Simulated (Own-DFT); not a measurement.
# How strain changes the stress of C40 NbSi2, 36 atoms (Nb12Si24)

Calculated results; nothing here was measured. They come from Own-DFT, an in-house plane-wave density functional program, since retired, whose code no person has reviewed. Each row is one single-point run on a periodic cell that was not relaxed, without spin or spin-orbit coupling.

Settings of every run: PBE; PseudoDojo norm-conserving scalar-relativistic files; cutoff 42 hartree; 4 x 4 x 5 k mesh centred on Gamma; cold (Marzari-Vanderbilt) smearing of 0.2 eV.

Known limits: forces on such cells failed a check on a denser k mesh; stress not checked against mesh or cutoff.

Unstrained cell vectors in Å: (0.000, 8.324, 0.000); (-9.613, 0.000, 0.000); (0.000, 0.000, 6.586). The unstrained cell was taken from the Materials Project. The random moves and any unrelaxed bonds add to the pressure at no strain. Each run strains this cell uniformly, with the atoms carried along. Every atom was also moved at random, by a Gaussian of width 0.05 Å on each axis. Strain is the symmetric tensor, in per cent. Stress is positive in tension, and the pressure is minus a third of its trace.

| run | e_xx (%) | e_yy (%) | e_zz (%) | e_yz (%) | e_xz (%) | e_xy (%) | s_xx (GPa) | s_yy (GPa) | s_zz (GPa) | s_yz (GPa) | s_xz (GPa) | s_xy (GPa) | P (GPa) | E (meV/atom) |
|---|---|---|---|---|---|---|---|---|---|---|---|---|---|---|
| 1 | 1.70 | 1.25 | 0.05 | 0.67 | -1.81 | -0.75 | 4.56 | 3.16 | -1.66 | 1.34 | -4.82 | -1.70 | -2.02 | 10.0 |
| 2 | -1.38 | -0.19 | -1.00 | 0.06 | 1.61 | -1.01 | -8.88 | -4.10 | -10.28 | 0.15 | 4.82 | -3.74 | 7.75 | 18.5 |
| 3 | 0.21 | -1.41 | 0.95 | 0.10 | 1.80 | -0.89 | -2.34 | -7.20 | -0.56 | 0.40 | 5.59 | -2.30 | 3.37 | 24.2 |
| 4 | 0.86 | 0.28 | 0.19 | 1.21 | -1.04 | -0.10 | 1.22 | -0.52 | -1.34 | 3.82 | -3.09 | -0.30 | 0.21 | 0.0 |
| 5 | 1.45 | 1.44 | 0.65 | -0.63 | 0.34 | -1.63 | 3.83 | 3.88 | 1.54 | -1.76 | 1.02 | -4.04 | -3.08 | 7.5 |
| 6 | -1.42 | 1.79 | -1.28 | -0.31 | -1.19 | -0.46 | -7.69 | 1.58 | -9.67 | -1.84 | -4.56 | -1.23 | 5.26 | 32.2 |
| 7 | -0.70 | 1.03 | 1.08 | 1.13 | -0.37 | 0.99 | -3.38 | 1.63 | 1.60 | 3.65 | -1.14 | 2.82 | 0.05 | 2.6 |
| 8 | -1.07 | -1.36 | 1.61 | -1.15 | 0.73 | 0.80 | -5.68 | -7.33 | 1.71 | -3.34 | 1.75 | 2.29 | 3.77 | 11.7 |
| 9 | 1.28 | -0.55 | -1.88 | -1.57 | 1.48 | -0.43 | 0.69 | -4.81 | -13.13 | -5.69 | 5.50 | -0.85 | 5.75 | 26.2 |
| 10 | 1.50 | -1.10 | 0.24 | 1.82 | -1.29 | -0.43 | 2.13 | -5.37 | -2.60 | 5.40 | -4.05 | -1.67 | 1.95 | 20.8 |
| 11 | -0.28 | 0.90 | 1.73 | 1.45 | 1.73 | 1.81 | -2.72 | 1.55 | 3.44 | 4.02 | 4.84 | 5.72 | -0.76 | 35.9 |
| 12 | -0.42 | -0.25 | -0.83 | -1.58 | 0.54 | 0.86 | -5.88 | -5.00 | -8.85 | -5.18 | 2.11 | 3.56 | 6.58 | 39.3 |
| 13 | 0.14 | -0.18 | -1.38 | 0.39 | -1.09 | -1.44 | -2.86 | -3.63 | -10.37 | 1.71 | -3.92 | -4.05 | 5.62 | 7.7 |
| 14 | -0.56 | -0.39 | -1.55 | 0.33 | -1.19 | -0.44 | -6.48 | -5.89 | -11.96 | 1.22 | -4.66 | -1.12 | 8.11 | 27.9 |
| 15 | 0.22 | -1.32 | -1.79 | -0.66 | -0.11 | -1.61 | -3.62 | -9.69 | -14.47 | -2.38 | 0.19 | -5.03 | 9.26 | 37.6 |
| 16 | 0.95 | 1.60 | -0.89 | 0.41 | -1.91 | 1.41 | ? | ? | ? | ? | ? | ? | ? | ? |

E is the free energy for each atom above the lowest run shown.

## Worked fit

Each stress component was fitted by least squares to a constant and the strains of the runs shown, as fractions, with shears doubled. Shear strains stay in the fit of a normal stress only where such slopes are resolved. The slopes, in GPa:

```
stress  at no strain  per e_xx  per e_yy  per e_zz  scatter
  s_xx          -2.7  373 ± 13   58 ± 13   70 ± 11     0.52
  s_yy          -2.7   70 ± 14  370 ± 14   73 ± 12     0.55
  s_zz          -4.2   79 ± 15   89 ± 15  478 ± 13     0.60
```

Each shear stress against twice its own strain: yz 156 ± 7, xz 160 ± 7, xy 156 ± 7 GPa. These are stiffnesses along x, y and z of the frame in which the cell vectors are given, which need not be the crystal's axes. The atoms are held to the strained lattice; where symmetry lets them move under strain, relaxing them would lower some slopes. The table should be nearly symmetric about its diagonal, and what it lacks of that shows the noise. A ninth of its sum, 185 ± 6 GPa, estimates the bulk modulus near the mean pressure of these runs, 3.5 GPa, so it lies above the value at zero pressure.

## Withheld run

Question: what normal stresses and pressure should run 16 give?

The fit gives s_xx = 1.1, s_yy = 3.3, s_zz = -6.2 and P = 0.6 GPa. The calculation gave 1.26, 3.07, -5.76 and P = 0.47 GPa.
